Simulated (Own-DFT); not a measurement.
# One host, several defects: 4H SiC

Calculated, not measured: single-point runs of Own-DFT, a retired in-house plane-wave DFT program that no person has reviewed, on unrelaxed cells, without spin or spin-orbit coupling.

Settings: PBE; PseudoDojo norm-conserving scalar-relativistic files; cutoff 42 hartree; 4 x 4 x 3 k mesh centred on Gamma; Fermi-Dirac smearing of 0.1 eV.

Known weak points (not all hold for every row): a neutral cation vacancy leaves holes that likely carry spin, which these runs leave out; some atoms lie very close together; not probed for a lower state with spin; forces on such cells failed a check on a denser k mesh; forces on such cells passed a denser k mesh, each cell not checked; stress not checked against mesh or cutoff.

All runs share one cell, with vectors in Å (9.248, 0.000, 0.000); (-4.624, 8.009, 0.000); (0.000, 0.000, 10.068) and a volume of 745.7 Å³. u is the rms random offset of the atoms per axis. The defect's site can differ from row to row.

| cell | formula | u (Å) | P (GPa) |
|---|---|---|---|
| no defect | C36Si36 | 0.0292 | 3.74 |
| no defect | C36Si36 | 0.0318 | 4.00 |
| no defect | C36Si36 | 0.0571 | 6.27 |
| one C vacancy | C35Si36 | 0.0291 | 3.41 |
| one C vacancy | C35Si36 | 0.0484 | 4.88 |
| one C vacancy | C35Si36 | 0.0515 | 4.88 |
| one Al on a Si site and one N on a C site | AlC35NSi35 | 0.0461 | 5.08 |
| one Al on a Si site and one N on a C site | AlC35NSi35 | 0.0495 | 5.40 |
| one Al on a Si site and one N on a C site | AlC35NSi35 | 0.0499 | 5.24 |
| one Si vacancy | C36Si35 | 0.0278 | 2.92 |
| one Si vacancy | C36Si35 | 0.0320 | 3.03 |
| one Si vacancy | C36Si35 | 0.0331 | 3.27 |
| one C on a Si site and one Si on a C site | C36Si36 | 0.0281 | ? |
| one C on a Si site and one Si on a C site | C36Si36 | 0.0285 | 7.27 |
| one C on a Si site and one Si on a C site | C36Si36 | 0.0507 | 8.73 |
| one C on a Si site and one Si on a C site | C36Si36 | 0.0526 | 9.17 |

## What the rows give

P = P0 + c u² + a shift for each defect gives P0 = 3.04 GPa, c = 955 ± 47 GPa/Å² and a scatter of 0.13 GPa. The shifts, and each times the cell's volume:

- one C on a Si site and one Si on a C site: 3.40 ± 0.11 GPa, 15.8 eV
- one Al on a Si site and one N on a C site: -0.05 ± 0.11 GPa, -0.2 eV (not resolved)
- one C vacancy: -0.51 ± 0.11 GPa, -2.4 eV
- one Si vacancy: -0.88 ± 0.11 GPa, -4.1 eV

A positive shift means that the defect pushes the cell outwards. Shift times volume (160.2 GPa Å³ is 1 eV) depends little on the cell's size, so, taken for each site, it can be compared between cells at like pressure. The atoms around the defects weren't relaxed, which would change these numbers.

## Withheld run

Asked: what pressure belongs in the blank (one C on a Si site and one Si on a C site, u = 0.0281 Å)?

From the fit: 7.19 ± 0.16 GPa. Computed: 7.62 GPa.
